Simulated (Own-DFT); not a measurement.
# Strain and stress in wurtzite AlN, 128 atoms (Al64N64)

All numbers below are calculated, not measured. They come from Own-DFT, an in-house plane-wave density functional program, since retired, whose code no person has reviewed. Each row is one single-point run on a periodic cell that was not relaxed, without spin or spin-orbit coupling.

Settings of every run: PBE; PseudoDojo norm-conserving scalar-relativistic files; cutoff 42 hartree; 3 x 3 x 3 k mesh centred on Gamma; Gaussian smearing of 0.01 eV.

Known limits: k mesh not checked against a denser one; stress not checked against mesh or cutoff.

Unstrained cell vectors in Å: (12.448, 0.000, 0.000); (-6.224, 10.780, 0.000); (0.000, 0.000, 9.964). The unstrained cell has measured lattice constants (interpolated for alloys), not those of this functional. That, the random moves and any unrelaxed bonds set the pressure at no strain. Each run strains this cell uniformly, with the atoms carried along. Every atom was also moved at random, by a Gaussian of width 0.05 Å on each axis. Strain is the symmetric tensor, in per cent. Stress is positive in tension, and the pressure is minus a third of its trace.

| run | e_xx (%) | e_yy (%) | e_zz (%) | s_xx (GPa) | s_yy (GPa) | s_zz (GPa) | P (GPa) | E (meV/atom) |
|---|---|---|---|---|---|---|---|---|
| 1 | 0.00 | 0.00 | 0.25 | -4.20 | -6.75 | -4.21 | 5.05 | 4.3 |
| 2 | 0.00 | 0.00 | 2.50 | -4.23 | -3.57 | 4.59 | 1.07 | 15.8 |
| 3 | 0.00 | 0.00 | 2.00 | -5.05 | -4.50 | 4.46 | 1.70 | 2.0 |
| 4 | 0.00 | 0.00 | -0.75 | -6.20 | -6.62 | -11.08 | 7.97 | 37.8 |
| 5 | 0.00 | 0.00 | 2.75 | -3.81 | -3.77 | 6.44 | 0.38 | 0.0 |
| 6 | 0.00 | 0.00 | -1.50 | -7.33 | -5.86 | -14.39 | 9.19 | 28.1 |
| 7 | 0.00 | 0.00 | 1.50 | -4.52 | -3.96 | 0.72 | 2.59 | 1.6 |
| 8 | 0.00 | 0.00 | -1.25 | -6.85 | -6.42 | -11.02 | 8.10 | 7.9 |
| 9 | 0.00 | 0.00 | 2.25 | ? | ? | ? | ? | ? |

E is the free energy for each atom above the lowest run shown.

## Worked fit

The change of volume is close to e_xx + e_yy + e_zz. A straight line through the runs shown gives P = 5.91 - 205 x (fractional change of volume) GPa, with an error of 8 on the slope and a scatter of 0.35 GPa. The strain isn't the same on all axes and the cell isn't cubic, so the slope belongs to this path and is not the bulk modulus.

## Withheld run

Question: what pressure should run 9 give? Its volume changes by 2.25 %.

The line gives 1.3 GPa. The calculation gave 1.55 GPa.
